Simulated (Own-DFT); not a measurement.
# What a defect does to the pressure of its cell: C11b WSi2

No measurement is shown. These are fixed-geometry runs of a retired plane-wave code named Own-DFT, which no person has reviewed; spin and spin-orbit coupling are neglected.

Settings: PBE; PseudoDojo norm-conserving scalar-relativistic files; cutoff 50 hartree; 5 x 5 x 5 k mesh centred on Gamma; cold (Marzari-Vanderbilt) smearing of 0.2 eV.

Keep in mind: forces on such cells failed a check on a denser k mesh; stress not checked against mesh or cutoff.

All runs share one cell, with vectors in Å (-2.148, -5.953, 3.409); (-6.444, 2.976, 1.136); (-2.553, -2.948, -6.757) and a volume of 403.2 Å³. Atoms were moved at random from their sites; u is the rms move along one axis. The defect's site can differ from row to row.

```
cell,formula,u (Å),P (GPa)
no defect,Si20W10,0.0188,4.31
no defect,Si20W10,0.0225,4.58
no defect,Si20W10,0.0541,6.13
one W vacancy,Si20W9,0.0338,3.62
one W vacancy,Si20W9,0.0413,4.50
one W vacancy,Si20W9,0.0505,4.55
one Si vacancy,Si19W10,0.0253,2.98
one Si vacancy,Si19W10,0.0325,3.37
one Si vacancy,Si19W10,0.0507,3.83
one W on a Si site,Si19W11,0.0321,10.12
one W on a Si site,Si19W11,0.0334,9.90
one W on a Si site,Si19W11,0.0445,?
one W on a Si site,Si19W11,0.0473,10.94
one Si on a W site,Si21W9,0.0289,6.08
one Si on a W site,Si21W9,0.0310,6.28
one Si on a W site,Si21W9,0.0563,8.34
```

## Worked fit

P = P0 + c u² + a shift for each defect gives P0 = 4.11 GPa, c = 714 ± 80 GPa/Å² and a scatter of 0.27 GPa. The shifts, and each times the cell's volume:

- one W on a Si site: 5.17 ± 0.22 GPa, 13.0 eV
- one Si on a W site: 1.61 ± 0.22 GPa, 4.1 eV
- one W vacancy: -1.17 ± 0.23 GPa, -2.9 eV
- one Si vacancy: -1.73 ± 0.22 GPa, -4.3 eV

A positive shift means that the defect pushes the cell outwards. Shift times volume (160.2 GPa Å³ is 1 eV) depends little on the cell's size, so, taken for each site, it can be compared between cells at like pressure. The atoms around the defects weren't relaxed, which would change these numbers.

## Test on the hidden row

Question: what pressure belongs in the blank (one W on a Si site, u = 0.0445 Å)?

The fitted form gives 10.69 ± 0.32 GPa. DFT gave 10.85 GPa.
